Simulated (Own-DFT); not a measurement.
# Which arrangement is lower? In48P48, 96 atoms

Calculated results; nothing here was measured. They come from Own-DFT, an in-house plane-wave density functional program, since retired, whose code no person has reviewed. Each row is one single-point run on a periodic cell that was not relaxed, without spin or spin-orbit coupling.

Settings of every run: PBE; PseudoDojo norm-conserving scalar-relativistic files; cutoff 36 hartree; 2 x 3 x 3 k mesh centred on Gamma; Fermi-Dirac smearing of 0.1 eV.

Known limits, some of them of some rows only: not probed for a lower state with spin; forces on such cells failed a check on a denser k mesh; forces not confirmed at this smearing and k mesh; stress not checked against mesh or cutoff.

All cells hold the same atoms in the same cell, with vectors in Å (17.606, 0.000, 0.000); (0.000, 11.737, 0.000); (0.000, 0.000, 11.737). Every atom was moved at random from its ideal site; u is the rms move along one axis. The defect's site can differ from row to row. E is the free energy of the cell above the lowest run. The arrangements:

- A: zincblende InP
- B: zincblende InP, with one In on a P site and one P on an In site, 2.5 Å apart

| arrangement | u (Å) | E (eV) | P (GPa) |
|---|---|---|---|
| A | 0.0196 | 0.000 | 3.20 |
| A | 0.0202 | 0.069 | 3.21 |
| A | 0.0216 | 0.053 | 3.20 |
| A | 0.0507 | 3.223 | 3.63 |
| A | 0.0509 | 2.885 | 3.57 |
| A | 0.0526 | 3.231 | 3.61 |
| B | 0.0294 | 4.752 | 3.54 |
| B | 0.0301 | 4.970 | 3.57 |
| B | 0.0303 | 4.761 | 3.55 |
| B | 0.0469 | 6.546 | 3.74 |
| B | 0.0496 | 7.073 | 3.85 |
| B | 0.0503 | 7.102 | 3.83 |

Question: once the cost of the random moves is taken out, how do the arrangements rank?

## Worked answer

Fit E = a + b u², with one b for all and one a for each arrangement, and with residuals divided by u², since the noise grows with the moves. Then b = 1377 eV/Å², the scatter at u = 0.04 Å is 0.14 eV, and against A:

- B: 4.13 ± 0.06 eV (higher)

These are energies of unrelaxed cells. Relaxing the atoms lowers the strained arrangements most, so the gaps would shrink and small ones could change sign.
